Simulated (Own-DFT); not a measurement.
Simulation results for Al₃GaN₄ (wurtzite random alloy, strained, atoms displaced)

All values are calculated (Own-DFT development build). A calculation, not a measurement: plane-wave PBE density functional theory by an unreviewed code, no spin, of a simulated periodic cell, stress positive in tension, free energy of the whole cell less one offset for each atom, forces on such cells passed a denser k mesh, this cell's mesh not checked; offsets are fitted by least squares, one for each functional and potential file, so energies compare only between cells with the same atoms and settings and are not formation energies; the far tail of each file's local potential was reset to the Coulomb form; each entry is a single point on an unrelaxed cell, so the pressure reflects the starting lattice, mostly measured values, from which strain is counted, and rises with the displacements; printed positions are rounded, which can move forces by about a meV/angstrom; the program is a retired in-house code; no spin-orbit coupling.

Common to all runs: functional PBE; potential files PseudoDojo norm-conserving, scalar-relativistic, standard set with the stringent files for Ga; wave cutoff 96 hartree; occupations Gaussian; smearing width 0.01 eV; k mesh 4 x 4 x 3 centred on Gamma.

(1) Al₃GaN₄ (wurtzite random alloy, strained, atoms displaced)

```
Al3GaN4
1.0
      9.3703     0.0000     0.0000
     -4.6851     8.1149     0.0000
      0.0000     0.0000    10.0655
Al N Al N Al Ga N Al N Al N Al Ga N Al Ga N Al N Al Ga N Ga Al N Ga Al N Ga N Al N Al N Al N Al N Al Ga N Al N
2 2 2 2 1 1 2 2 2 2 2 1 1 2 1 1 2 2 2 1 1 2 1 1 2 1 1 2 2 2 2 2 2 2 2 2 2 2 1 1 2 2 2
Direct
  0.11971 0.23266 0.99711
  0.22340 0.11331 0.25517
  0.10293 0.22189 0.19463
  0.23528 0.12439 0.44586
  0.10854 0.22053 0.48966
  0.23016 0.12121 0.74422
  0.10462 0.22125 0.68257
  0.21029 0.11382 0.94346
  0.11201 0.55807 0.00769
  0.22956 0.45856 0.25418
  0.13132 0.56936 0.18441
  0.22149 0.44052 0.43695
  0.10622 0.56655 0.50226
  0.23210 0.45855 0.74149
  0.10654 0.55078 0.68928
  0.22105 0.45113 0.94210
  0.10701 0.88556 0.99890
  0.21464 0.76806 0.24407
  0.11659 0.88897 0.19013
  0.22432 0.77589 0.44586
  0.11072 0.89379 0.49873
  0.21046 0.76484 0.74440
  0.11635 0.89151 0.68973
  0.22091 0.78417 0.94163
  0.44601 0.22136 0.00072
  0.55404 0.11216 0.24192
  0.43961 0.22408 0.19752
  0.54670 0.11342 0.43255
  0.44370 0.21775 0.50664
  0.55403 0.10565 0.74800
  0.43482 0.21648 0.68923
  0.54260 0.09877 0.93487
  0.44031 0.55811 0.99675
  0.55087 0.44819 0.25557
  0.44601 0.54913 0.19653
  0.54262 0.43536 0.44033
  0.44188 0.55467 0.50246
  0.55850 0.44970 0.74654
  0.45012 0.55338 0.69541
  0.55448 0.43720 0.94124
  0.43973 0.88085 0.99674
  0.55725 0.78958 0.25552
  0.45079 0.89220 0.18955
  0.56065 0.77425 0.44578
  0.45499 0.88984 0.49623
  0.56053 0.77236 0.73896
  0.44043 0.88917 0.68078
  0.54686 0.76937 0.94176
  0.77161 0.21533 0.01274
  0.89216 0.11813 0.25367
  0.78342 0.22523 0.18733
  0.87871 0.10302 0.44221
  0.78000 0.21949 0.49516
  0.89205 0.10619 0.75904
  0.78181 0.22453 0.68465
  0.88501 0.11166 0.93806
  0.76734 0.53946 0.99619
  0.88826 0.44831 0.24593
  0.79413 0.56189 0.20027
  0.87692 0.44355 0.44583
  0.77285 0.55286 0.49869
  0.88298 0.44125 0.75009
  0.77673 0.54152 0.69749
  0.89251 0.45020 0.93880
  0.78068 0.89182 0.99728
  0.88162 0.78511 0.25150
  0.77786 0.88795 0.18607
  0.88387 0.76341 0.43837
  0.77637 0.88786 0.49526
  0.89185 0.77360 0.75297
  0.78199 0.88545 0.67940
  0.89734 0.78271 0.94026
```

- free energy of cell above offsets: -21.486 eV
- pressure: 7.78 GPa
- stress xx: -8.82 GPa
- stress yy: -8.07 GPa
- stress zz: -6.46 GPa
- stress yz: 0.55 GPa
- stress xz: -0.39 GPa
- stress xy: 2.15 GPa

Force:
```tsv
element	x (eV/Å)	y (eV/Å)	z (eV/Å)
Al	-1.594	-0.608	1.041
Al	-0.412	-0.331	-0.532
N	1.338	0.269	-0.557
N	-1.965	-2.351	-1.068
Al	-0.111	0.145	1.492
Al	-2.485	-1.7	1.309
N	0.95	0.839	0.575
N	2.381	-0.299	-0.979
Al	-0.437	0.399	-2.57
Ga	0.568	-1.986	-0.567
N	-2.549	-2.469	0.602
N	-1.979	0.725	2.019
Al	0.551	-2.269	-0.281
Al	-1.057	-2.567	1.22
N	-0.044	-1.145	-0.663
N	0.349	-0.019	-1.021
Al	0.432	1.595	0.634
Al	0.364	3.729	1.944
N	-0.451	0.695	0.209
N	-1.082	0.649	-1.881
Al	0.684	-0.32	0.107
Ga	0.786	2.281	1.136
N	-1.703	0.293	-0.532
N	-0.449	-1.844	-0.213
Al	-1.43	-1.04	0.252
Ga	-0.469	0.482	1.12
N	0.195	-0.129	-2.323
N	2.135	0.239	1.048
Al	0.284	0.844	-0.734
Al	0.069	0.572	-0.448
N	2.536	1.74	0.424
N	0.926	2.358	0.753
Al	1.044	-1.318	1.286
Ga	2.703	-0.852	-0.159
N	-1.566	3.532	-2.373
N	1.744	0.633	2.064
Ga	0.117	-0.95	-0.329
Al	1	-2.213	1.064
N	-0.9	-0.81	-0.725
N	-1.241	0.679	-0.634
Ga	-0.249	0.274	0.4
Al	1.279	-1.737	-0.746
N	-0.938	-1.426	0.385
N	0.119	0.437	-1.831
Ga	-1.771	0.647	-0.295
Ga	-1.134	2.152	1.494
N	0.953	-0.252	1.877
N	2.25	0.895	-0.941
Al	0.089	0.479	-4.008
Al	-0.192	-1.255	-0.545
N	0.092	0.646	1.718
N	1.034	0.689	-1.409
Al	-1.754	0.479	0.983
Al	-0.788	0.72	-2.57
N	-0.368	-1.252	0.769
N	0.145	0.145	1.458
Al	0.796	2.497	1.244
Al	1.692	-0.447	1.487
N	-2.46	-0.649	-2.625
N	2.292	-0.323	-1.517
Al	-0.867	-0.977	0.639
Al	2.108	-1.429	0.521
N	-1.982	2.503	-1.503
N	0.292	-1.46	0.871
Al	-0.116	-0.736	0.018
Ga	2.696	-0.862	-0.302
N	-2.396	1.768	0.061
N	-0.467	2.539	1.417
Al	1.47	-0.651	0.624
Al	0.096	0.377	-0.63
N	0.857	0.354	1.505
N	-2.011	-1.622	-0.254
```

(2) Al₃GaN₄ (wurtzite random alloy, strained, atoms displaced)

```
Al3GaN4
1.0
      9.3703     0.0000     0.0000
     -4.6851     8.1149     0.0000
      0.0000     0.0000    10.0655
Ga N Al N Al N Al N Al N Al N Al Ga N Al N Ga Al N Al N Al Ga N Al Ga N Al Ga N Al N Al N Al N Ga Al N Al Ga N
2 2 2 2 2 2 2 2 2 2 2 2 1 1 2 2 2 1 1 2 2 2 1 1 2 1 1 2 1 1 2 2 2 2 2 2 2 1 1 2 1 1 2
Direct
  0.11046 0.21684 0.99802
  0.22709 0.11039 0.24607
  0.09857 0.21570 0.18467
  0.22279 0.11930 0.44320
  0.11939 0.22891 0.49888
  0.21917 0.11527 0.74940
  0.10530 0.21204 0.69438
  0.22301 0.10516 0.94231
  0.11797 0.55971 0.00653
  0.22337 0.44500 0.24772
  0.10485 0.55318 0.18523
  0.23001 0.45267 0.43802
  0.11040 0.55515 0.50188
  0.22562 0.44853 0.75197
  0.10506 0.55335 0.69220
  0.22867 0.44107 0.94380
  0.11283 0.88321 0.99119
  0.21970 0.78466 0.25042
  0.10595 0.88872 0.19965
  0.21899 0.78123 0.44793
  0.11921 0.88557 0.50975
  0.23014 0.78061 0.73944
  0.11191 0.90208 0.69374
  0.22272 0.77979 0.94084
  0.42457 0.20555 0.00277
  0.55749 0.11288 0.25477
  0.44920 0.23018 0.18864
  0.55861 0.12134 0.44236
  0.43851 0.22295 0.49123
  0.55347 0.11236 0.74641
  0.44438 0.22282 0.69067
  0.55339 0.11529 0.94162
  0.44452 0.56174 0.00228
  0.55478 0.44353 0.25072
  0.44590 0.55228 0.19370
  0.55008 0.43973 0.44288
  0.44159 0.55405 0.49529
  0.56179 0.45766 0.74966
  0.43051 0.55619 0.69982
  0.56617 0.46031 0.93848
  0.45006 0.88716 0.00029
  0.55092 0.76838 0.25575
  0.43611 0.89504 0.19089
  0.55473 0.77964 0.43527
  0.45062 0.88967 0.50341
  0.55504 0.78539 0.75460
  0.44823 0.88738 0.69078
  0.54891 0.78007 0.93501
  0.77412 0.21825 0.99720
  0.89941 0.11069 0.25274
  0.77728 0.22128 0.19191
  0.89308 0.11361 0.43806
  0.78732 0.23261 0.49910
  0.89173 0.10955 0.74910
  0.78123 0.22142 0.69083
  0.89473 0.11511 0.94831
  0.76585 0.55479 0.99937
  0.89481 0.44672 0.25055
  0.78036 0.55913 0.19328
  0.89354 0.43090 0.44704
  0.77323 0.55491 0.51131
  0.88300 0.43352 0.74830
  0.78142 0.55007 0.68668
  0.89067 0.44972 0.93438
  0.77848 0.88997 0.00768
  0.88834 0.77424 0.25742
  0.77561 0.88177 0.19075
  0.88274 0.78140 0.42936
  0.77033 0.88262 0.50081
  0.88265 0.78101 0.74502
  0.77442 0.88956 0.68899
  0.88039 0.77286 0.94377
```

* free energy of cell above offsets: -21.995 eV
* pressure: 7.93 GPa
* stress xx: -9.35 GPa
* stress yy: -6.98 GPa
* stress zz: -7.46 GPa
* stress yz: -0.11 GPa
* stress xz: 0.58 GPa
* stress xy: -1.31 GPa

Force:
```tsv
element	x (eV/Å)	y (eV/Å)	z (eV/Å)
Ga	0.431	0.747	0.257
Ga	-1.306	0.504	0.915
N	3.619	2.812	0.635
N	0.518	-1.571	-0.134
Al	-1.343	-0.545	0.54
Al	1.729	0.47	0.556
N	-0.242	2.352	-0.936
N	-1.185	-0.972	-1.265
Al	-1.015	-0.825	-2.488
Al	-0.618	-0.636	-0.238
N	1.504	1.098	1.958
N	-1.061	-0.769	-0.199
Al	0.391	-0.008	0.296
Al	-2.158	-1.668	0.893
N	0.929	0.385	-0.488
N	-2.059	0.657	-0.842
Al	-1.679	-0.283	1.324
Al	0.209	-0.895	0.288
N	0.454	-0.844	-1.931
N	1.981	-0.902	-0.82
Al	-3.157	1.861	-1.155
Al	-1.686	-0.684	1.805
N	1.524	-1.77	-0.45
N	1.457	-0.478	-0.86
Al	3.045	2.869	-0.176
Ga	0.361	0.444	-0.577
N	-0.268	-0.167	-0.448
N	0.474	-1.214	1.394
Al	0.893	-0.194	2.016
Al	0.208	0.536	0.649
N	-0.511	0.648	-0.338
N	0.29	-1	-0.622
Ga	1.165	-0.441	-0.196
Al	1.054	0.639	0.177
N	-0.808	-0.943	0.095
N	0.307	1.44	-0.309
Al	0.515	0.568	1.365
Al	-0.535	-1.596	0.334
N	3.162	0.542	-2.63
N	-1.949	-2.784	-0.757
Al	-2.17	1.326	0.469
Ga	-0.317	1.871	-2.014
N	0.902	-1.62	-0.489
N	-0.15	-0.49	3.05
Al	-0.873	0.88	-0.798
Ga	1.106	-1.373	-0.744
N	-1.795	1.669	-1.261
N	0.928	0.578	2.158
Al	-0.035	1.484	0.74
Ga	-3.257	-1.474	0.129
N	0.463	0.856	-0.825
N	-0.086	-0.335	2.249
Al	-0.153	-4.156	0.873
Al	-0.946	0.144	0.861
N	-0.387	-1.225	-0.32
N	-2.004	-0.865	-2.504
Al	3.364	0.402	1.076
Al	-1.384	-1.078	0.126
N	-0.034	-0.973	-0.036
N	-1.374	4.724	-1.828
Al	0.637	-0.118	-3.423
Al	0.433	1.447	1.017
N	-1.101	0.413	1.103
N	0.083	-0.595	1.133
Ga	-0.267	-0.06	-0.949
Al	-0.444	0.179	-2.731
N	0.006	-0.11	1.368
N	1.093	-0.976	4.793
Al	0.741	1.637	-0.764
Ga	1.414	-0.849	1.584
N	-0.472	0.652	-0.925
N	1.44	0.655	-0.757
```

(3) Al₃GaN₄ (wurtzite random alloy, strained, atoms displaced)

```
Al3GaN4
1.0
      9.3703     0.0000     0.0000
     -4.6851     8.1149     0.0000
      0.0000     0.0000    10.0655
Al Ga N Al N Ga Al N Al N Al N Al N Al N Al N Al Ga N Ga Al N Ga Al N Al N Ga Al N Ga Al N Ga Al N Al N Al N Al Ga N
1 1 2 2 2 1 1 2 2 2 2 2 2 2 2 2 2 2 1 1 2 1 1 2 1 1 2 2 2 1 1 2 1 1 2 1 1 2 2 2 2 2 1 1 2
Direct
  0.11996 0.21772 0.99395
  0.23555 0.11315 0.24596
  0.10640 0.22006 0.18558
  0.21827 0.10748 0.44087
  0.11367 0.21260 0.50267
  0.23266 0.11899 0.75085
  0.10177 0.21065 0.68902
  0.22017 0.10845 0.93965
  0.11144 0.55701 0.00812
  0.22162 0.44553 0.25156
  0.10991 0.55369 0.18680
  0.21731 0.44440 0.44155
  0.12107 0.55275 0.50546
  0.22305 0.45404 0.75361
  0.10759 0.56572 0.68206
  0.21517 0.43588 0.94281
  0.11392 0.88561 0.99566
  0.22298 0.77550 0.24290
  0.09942 0.88154 0.18666
  0.23108 0.78628 0.44096
  0.11380 0.88421 0.49231
  0.21882 0.77968 0.75292
  0.11934 0.89895 0.68579
  0.21984 0.77801 0.94121
  0.43954 0.21585 0.00597
  0.55763 0.11069 0.25230
  0.43913 0.22280 0.19216
  0.55101 0.10917 0.43682
  0.45583 0.22635 0.50169
  0.55869 0.11963 0.74404
  0.43645 0.22210 0.69163
  0.55825 0.10971 0.94091
  0.45267 0.54883 0.99924
  0.55098 0.45621 0.25020
  0.43594 0.55086 0.19246
  0.55883 0.44251 0.44414
  0.44757 0.55627 0.50316
  0.55363 0.43409 0.75119
  0.44532 0.56385 0.69487
  0.55286 0.44959 0.94233
  0.44184 0.88630 0.01049
  0.56783 0.78886 0.25187
  0.43681 0.88864 0.19646
  0.55336 0.78024 0.44376
  0.43359 0.88212 0.50643
  0.56539 0.78464 0.75782
  0.43161 0.87787 0.69560
  0.56755 0.78339 0.93245
  0.78839 0.22582 0.00596
  0.88082 0.11160 0.25217
  0.77169 0.22454 0.19389
  0.89036 0.11836 0.43749
  0.77789 0.21461 0.49309
  0.88960 0.11272 0.75148
  0.77857 0.21860 0.68899
  0.89258 0.11082 0.93521
  0.77450 0.55940 0.99684
  0.88597 0.45150 0.24448
  0.76928 0.55728 0.18245
  0.88536 0.44756 0.44174
  0.76549 0.55287 0.50492
  0.88872 0.44501 0.76290
  0.77785 0.56183 0.69971
  0.89294 0.45630 0.94360
  0.77557 0.88845 0.99670
  0.88239 0.77863 0.25518
  0.76810 0.87814 0.18361
  0.88320 0.78726 0.44582
  0.77405 0.88331 0.49968
  0.89016 0.78464 0.75221
  0.77661 0.88864 0.69272
  0.89569 0.79228 0.94560
```

- free energy of cell above offsets: -22.556 eV
- pressure: 7.38 GPa
- stress xx: -10.42 GPa
- stress yy: -4.18 GPa
- stress zz: -7.54 GPa
- stress yz: -0.36 GPa
- stress xz: 1.9 GPa
- stress xy: -0.37 GPa

Force:
```tsv
element	x (eV/Å)	y (eV/Å)	z (eV/Å)
Al	-2.424	0.154	1.313
Ga	-4.307	-1.928	1.434
N	-0.316	0.276	0.262
N	1.705	0.365	0.14
Al	-1.398	1.027	-0.305
Al	-2.655	-1.922	0.008
N	1.052	1.996	0.404
N	1.886	-0.189	-0.373
Ga	0.771	-0.195	-2.046
Al	-0.647	-1.298	-0.038
N	-0.275	0.15	2.863
N	1.462	-1.292	-0.548
Al	-2.932	0.941	-1.461
Al	-0.152	-0.813	-0.607
N	0.559	-1.335	2.856
N	1.303	1.207	-0.777
Al	-1.308	0.625	0.996
Al	-1.742	-0.167	1.705
N	1.245	-0.276	0.319
N	-1.063	-2.332	-1.544
Al	-1.014	0.694	1.257
Al	-0.401	0.104	-0.473
N	0.189	-0.472	0.263
N	0.378	-0.017	-0.426
Al	0.736	0.603	-0.846
Al	-1.479	0.253	-0.171
N	3.803	1.245	-1.237
N	-0.028	-0.778	0.753
Al	-1.83	-1.207	-0.441
Al	0.36	-2.06	1.162
N	2.605	0.8	-1.008
N	-0.992	1.012	-0.419
Al	-3.855	2.068	0.573
Ga	1.764	-1.732	0.579
N	-1.038	2.421	-1.113
N	-0.884	-0.334	-0.235
Ga	-0.945	-0.122	0.391
Al	-1.098	2.522	0.459
N	0.697	-1.208	0.69
N	1.644	-3.147	-1.395
Ga	0.861	0.219	-2.083
Al	-2.542	-1.992	0.656
N	1.951	0.434	0.388
N	0.327	0.72	-0.99
Al	1.535	1.174	0.308
Al	-1.529	-0.463	-2.341
N	1.492	1.988	-0.476
N	-1.269	-1.64	2.946
Ga	-0.726	-0.354	-1.085
Al	1.704	0.069	-0.873
N	0.77	0.124	0.548
N	2.321	-2.478	-0.472
Ga	-1.595	2.064	1.22
Al	-0.134	-0.673	-0.449
N	-0.759	0.998	0.874
N	0.432	-0.052	0.907
Ga	0.091	1.114	-0.201
Al	-0.048	-0.204	1.463
N	1.161	0.544	2.108
N	0.241	0.993	-0.821
Al	2.866	1.25	0.594
Al	0.093	0.231	-2.751
N	0.095	-2.204	-0.926
N	0.197	-1.362	-0.178
Al	0.706	1.112	0.276
Al	0.605	-0.084	-0.755
N	0.612	2.074	0.63
N	2.191	-2.123	-1.254
Al	-1.561	2.077	1.382
Ga	1.067	0.553	0.105
N	-0.814	1.141	-1.212
N	0.28	-0.886	-0.503
```
